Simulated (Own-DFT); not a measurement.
# How strain changes the stress of 2H SiC, 72 atoms (C36Si36)

These are calculations, not measurements. The program, named Own-DFT, is a retired in-house plane-wave density functional code that no person has reviewed. Each row is one single-point run on a periodic cell that was not relaxed, without spin or spin-orbit coupling.

Settings of every run: PBE; PseudoDojo norm-conserving scalar-relativistic files; cutoff 42 hartree; 4 x 4 x 3 k mesh centred on Gamma; Fermi-Dirac smearing of 0.1 eV.

Known limits: forces on such cells passed a denser k mesh, each cell not checked; stress not checked against mesh or cutoff.

Unstrained cell vectors in Å: (9.248, 0.000, 0.000); (-4.624, 8.009, 0.000); (0.000, 0.000, 10.068). The unstrained cell has measured lattice constants (interpolated for alloys), not those of this functional. That, the random moves and any unrelaxed bonds set the pressure at no strain. Each run strains this cell uniformly, with the atoms carried along. Every atom was also moved at random, by a Gaussian of width 0.05 Å on each axis. Strain is the symmetric tensor, in per cent. Stress is positive in tension, and the pressure is minus a third of its trace.

```
run  e_xx (%)  e_yy (%)  e_zz (%)  e_yz (%)  e_xz (%)  e_xy (%)  s_xx (GPa)  s_yy (GPa)  s_zz (GPa)  s_yz (GPa)  s_xz (GPa)  s_xy (GPa)  P (GPa)  E (meV/atom)
  1      1.69      0.25      1.06     -0.70     -1.22     -0.07        5.85       -0.87       -1.12       -1.82       -3.65       -0.53    -1.29           0.0
  2      0.66      0.69     -0.44      1.32     -1.06     -1.04       -1.10        1.24      -10.93        4.69       -3.36       -4.80     3.59          32.0
  3      1.39     -0.15      1.89      0.43     -1.64      1.29        2.76       -3.66        4.03        1.03       -5.54        5.43    -1.04          24.1
  4      0.03      1.06      0.68      0.68     -1.27     -1.94       -3.33        0.32       -2.16        2.05       -4.28       -8.53     1.72          26.4
  5     -0.71     -1.23      0.07      1.09     -1.23      0.70       -7.25      -14.67       -8.70        4.03       -4.15        3.87    10.21          55.1
  6     -1.03     -1.90      1.27     -1.50      0.57      0.77      -10.94      -13.98       -2.94       -5.93        0.86        5.63     9.29          35.6
  7      0.10      0.35      0.76     -0.99      0.57     -0.16       -2.77       -2.11       -2.34       -3.87        1.57       -0.56     2.41           4.6
  8      0.00      1.49     -1.68      0.14     -1.92      1.17       -4.59        3.80      -17.65       -0.15       -5.63        3.80     6.15          44.3
  9     -1.11      0.66     -0.63     -1.13     -0.86     -0.01       -9.09       -5.55       -9.85       -4.70       -2.56       -1.74     8.16          41.7
 10     -1.98      1.18      1.48      0.33     -1.82      0.21      -14.21        1.94        0.37        2.44       -6.74        1.61     3.97          25.9
 11     -0.98     -1.99     -1.30     -0.20     -1.36      1.80      -10.49      -21.06      -19.46       -1.29       -4.92       11.01    17.01          71.4
 12     -0.22     -0.63      1.17      0.89     -1.73      0.57       -5.64       -8.19        0.49        2.12       -5.37        2.92     4.45          12.4
 13      1.97     -0.67     -1.53     -0.30     -1.16      1.55        5.07       -7.44      -15.65       -1.53       -4.52        7.00     6.01          30.9
 14     -0.02     -1.98      1.18     -2.00      0.69      0.46       -6.98      -15.48       -1.41       -6.58        3.39        1.20     7.95          53.4
 15     -0.72     -0.72     -1.43     -1.38     -0.75     -0.14       -7.68       -9.84      -19.89       -5.10       -3.07        0.16    12.47          41.7
 16      0.56      1.36      1.62     -0.76      1.53      1.77       -0.93        4.57        2.78       -1.75        4.42        8.25    -2.14          17.4
 17     -0.74     -0.50     -1.12      0.26      1.47     -1.89           ?           ?           ?           ?           ?           ?        ?             ?
```

E is the free energy for each atom above the lowest run shown.

## Worked fit

Each stress component was fitted by least squares to a constant and the strains of the runs shown, as fractions, with shears doubled. Shear strains stay in the fit of a normal stress only where such slopes are resolved. The slopes, in GPa:

```
stress  at no strain  per e_xx  per e_yy  per e_zz  scatter
  s_xx          -4.3  514 ± 21   55 ± 19    2 ± 18     0.89
  s_yy          -5.0  121 ± 39  593 ± 35   80 ± 34     1.62
  s_zz          -8.0   63 ± 31   81 ± 28  630 ± 27     1.30
```

Each shear stress against twice its own strain: yz 176 ± 14, xz 156 ± 13, xy 232 ± 15 GPa. These are stiffnesses along x, y and z of the frame in which the cell vectors are given, which need not be the crystal's axes. The atoms are held to the strained lattice; where symmetry lets them move under strain, relaxing them would lower some slopes. The table should be nearly symmetric about its diagonal, and what it lacks of that shows the noise. A ninth of its sum, 238 ± 5 GPa, estimates the bulk modulus near the mean pressure of these runs, 5.6 GPa, so it lies above the value at zero pressure.

## Withheld run

Question: what normal stresses and pressure should run 17 give?

The fit gives s_xx = -8.4, s_yy = -9.8, s_zz = -16.0 and P = 11.4 GPa. The calculation gave -9.62, -10.65, -14.49 and P = 11.59 GPa.
